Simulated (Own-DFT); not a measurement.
# Biaxial strain at fixed height in grey tin, 32 atoms (Sn32)

Calculated, not measured: single-point runs of Own-DFT, a retired in-house plane-wave DFT program that no person has reviewed, on unrelaxed cells, without spin or spin-orbit coupling.

Common settings: PBE; PseudoDojo norm-conserving scalar-relativistic files; cutoff 42 hartree; 3 x 3 x 5 k mesh centred on Gamma; cold (Marzari-Vanderbilt) smearing of 0.2 eV.

Caveats: forces on such cells failed a check on a denser k mesh; stress not checked against mesh or cutoff.

Unstrained cell vectors in Å: (12.978, 0.000, 0.000); (0.000, 12.978, 0.000); (0.000, 0.000, 6.489). The unstrained cell has measured lattice constants (interpolated for alloys), not those of this functional. That, the random moves and any unrelaxed bonds set the pressure at no strain. Each run strains x and y alike by e, as a substrate would, and holds the height along z. Each atom got a random Gaussian move of width 0.05 Å along each axis. Stress is positive in tension.

| e (%) | u (Å) | (s_xx + s_yy)/2 (GPa) | s_zz (GPa) |
|---|---|---|---|
| -2.00 | 0.051 | -6.17 | -5.65 |
| -1.50 | 0.049 | -5.41 | -4.98 |
| -1.00 | 0.052 | -4.90 | -4.60 |
| -0.50 | 0.048 | -4.20 | -4.12 |
| 0.25 | 0.048 | -3.35 | -3.44 |
| 0.75 | 0.049 | -2.82 | -2.98 |
| 1.25 | 0.055 | -2.31 | -2.69 |
| 1.75 | 0.051 | ? | ? |
| 2.25 | 0.053 | -1.31 | -1.95 |
| 3.00 | 0.048 | -0.62 | -1.40 |

## What the rows give

With e as a fraction, the in-plane stress is -3.6 + 115 e - 467 e² GPa (errors 1 and 62, scatter 0.04), and s_zz is -3.7 + 87 e - 434 e² GPa (slope ± 1, scatter 0.06). At e = 0 the first slope is C11 + C12 and the second 2 C12, both with the ions held to the strained lattice and at the cell's own pressure. The term in e² is negative: the layer stiffens under compression and softens under tension. A free layer would change its height as e changes, and the in-plane slope would drop by 2 C12²/C11 to the biaxial modulus. At fixed height, a misfit of 1 % moves the in-plane stress by about 1.1 GPa and s_zz by 0.9 GPa.

## Check

Q: what are the two stresses at e = 1.75 %?

The fitted form gives -1.8 and -2.3 GPa. The run itself gave -1.79 and -2.30 GPa.
